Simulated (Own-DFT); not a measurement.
Simulation results for GaP (zincblende, strained, atoms displaced)

All values are calculated (Own-DFT development build). A calculation, not a measurement: plane-wave PBE density functional theory by an unreviewed code, no spin, of a simulated periodic cell, stress positive in tension, free energy of the whole cell less one offset for each atom, forces on such cells passed a denser k mesh, this cell's mesh not checked; offsets are fitted by least squares, one for each functional and potential file, so energies compare only between cells with the same atoms and settings and are not formation energies; the far tail of each file's local potential was reset to the Coulomb form; each entry is a single point on an unrelaxed cell, so the pressure reflects the starting lattice, mostly measured values (interpolated for alloys), from which strain is counted, and rises with the displacements; printed positions are rounded, which can move forces by about a meV/angstrom; the program, named Own-DFT, is a retired in-house code; no spin-orbit coupling.

```xyz
64
Lattice="10.8620 0.0000 0.0000 0.0000 10.8620 0.0000 0.0000 0.0000 10.9361" Properties=species:S:1:pos:R:3:force_x:R:1:force_y:R:1:force_z:R:1 formula=GaP functional=PBE potential_files=PseudoDojo_norm-conserving,scalar-relativistic,standard_set wave_cutoff=42 occupations=Fermi-Dirac smearing_width=0.1 k_mesh=3_x_3_x_3_centred_on_Gamma free_energy_of_cell_above_offsets=-30.322 pressure=4.16 stress_xx=-4.33 stress_yy=-4.13 stress_zz=-4.04 stress_yz=-0.95 stress_xz=0.07 stress_xy=0.28
Ga    10.8418     0.0027    10.8363     -0.455      0.463      2.281
Ga     0.0135     2.7863     2.7863      0.055     -0.838     -0.699
Ga     2.6654    10.8203     2.7433      1.204     -0.572      1.093
Ga     2.6153     2.5756     0.0401      0.705      0.847      0.134
P      1.4443     1.1971     1.4801     -2.471      2.059     -1.277
P      1.3479     4.0372     4.2050      0.899      0.087     -1.347
P      4.0210     1.3372     4.0983       0.42     -0.158      0.612
P      4.0977     4.1877     1.3028     -0.495     -2.378      0.654
Ga     0.0026     0.0618     5.3510     -0.263     -1.619     -0.319
Ga    10.7449     2.7318     8.2084      1.723     -0.733      0.079
Ga     2.7700     0.0019     8.1903     -0.677       0.06      0.358
Ga     2.8236     2.8542     5.4438     -0.891     -2.077      0.503
P      1.2248     1.1274     6.7857      1.912      3.159        1.5
P      1.2764     4.0835     9.6953      0.744     -1.076     -1.409
P      4.1069     1.3254     9.6500      0.083      0.324     -0.779
P      4.1023     4.0667     6.8542      0.624     -0.184       0.61
Ga    10.8159     5.3931     0.0377      1.759      2.407     -1.346
Ga     0.0380     8.1130     2.7632     -0.129     -0.068     -0.447
Ga     2.7318     5.3223     2.6987     -0.295      1.226      0.618
Ga     2.8477     8.2266    10.8559     -1.649     -0.738      0.441
P      1.3872     6.7289     1.3416      0.135      0.699     -0.059
P      1.4039     9.4998     4.0964      -0.69     -0.479      0.311
P      4.1310     6.9105     4.0074     -0.403     -2.171      0.649
P      3.9526     9.5573     1.3353      2.337      0.142      0.432
Ga     0.1535     5.4110     5.4502     -1.854       1.07      0.949
Ga    10.8335     8.2749     8.3514      0.078     -0.936     -0.366
Ga     2.7453     5.3250     8.2354     -0.877      1.026      0.346
Ga     2.7943     8.1150     5.4104     -0.971       -0.2      0.359
P      1.3032     6.8489     6.8869      0.854     -0.205      0.232
P      1.3107     9.6021     9.6710      1.879     -1.176     -1.216
P      4.1004     6.7631     9.6312     -0.173      0.018     -1.233
P      3.9791     9.4707     6.8196      1.255       0.17      0.263
Ga     5.6055     0.0438     0.0500     -2.133     -1.383     -0.996
Ga     5.3775     2.7174     2.8410     -0.773      0.078     -1.127
Ga     8.1275     0.0613     2.6673      0.135     -1.126      0.482
Ga     8.0983     2.7041    10.9293      0.295      0.034      0.751
P      6.6493     1.3167     1.4461      1.709      1.798      0.465
P      6.7547     4.0628     4.0181      1.211       0.09      0.659
P      9.5091     1.3151     4.0824     -0.629      1.167     -0.628
P      9.6263     4.2448     1.3146     -1.882     -3.685      1.612
Ga     5.4957     0.0343     5.5678     -0.871     -1.053     -1.138
Ga     5.5436     2.6971     8.2312     -1.084     -0.243      0.298
Ga     8.0915    10.7643     8.1670      0.332      1.169      0.931
Ga     8.2213     2.7772     5.4596     -1.256     -1.143     -0.669
P      6.7897     1.3010     6.8846       0.89      1.264     -0.306
P      6.6806     4.0938     9.6792      1.523     -0.252     -1.318
P      9.5640     1.3962     9.6185      -1.77     -0.303     -0.364
P      9.4609     3.9631     6.8684       0.58      1.928      -0.41
Ga     5.4123     5.4293    10.9276      0.498      1.266      0.886
Ga     5.4633     8.2334     2.7526      0.267       0.23       -0.9
Ga     8.2136     5.3723     2.6184     -0.732      1.154      1.214
Ga     8.1789     8.1492    10.8934     -0.686     -0.105     -0.116
P      6.8432     6.8067     1.3701     -0.616      0.081     -0.249
P      6.8959     9.4309     4.1596      -0.23      1.195      0.047
P      9.4660     6.8143     4.1447      0.851     -0.988      -0.32
P      9.4789     9.4767     1.3149      0.529      0.566      0.381
Ga     5.4582     5.3373     5.4833     -0.207      1.328     -0.813
Ga     5.4051     8.1244     8.2116     -0.331     -0.359     -0.833
Ga     8.1599     5.4155     8.1836     -0.791      0.071      -0.03
Ga     8.2731     8.1301     5.5982      0.358      1.022     -0.271
P      6.8123     6.8295     6.7066       -0.5     -0.881       1.68
P      6.7156     9.5071     9.4889      0.719     -0.399      1.035
P      9.4816     6.7146     9.5994      0.288      0.654     -0.511
P      9.5959     9.6616     6.9512     -0.068     -1.321     -1.372
```

Units: wave_cutoff in hartree; smearing_width, free_energy_of_cell_above_offsets in eV; pressure, stress_xx, stress_yy, stress_zz, stress_yz, stress_xz, stress_xy in GPa; force_x, force_y, force_z in eV/Å.
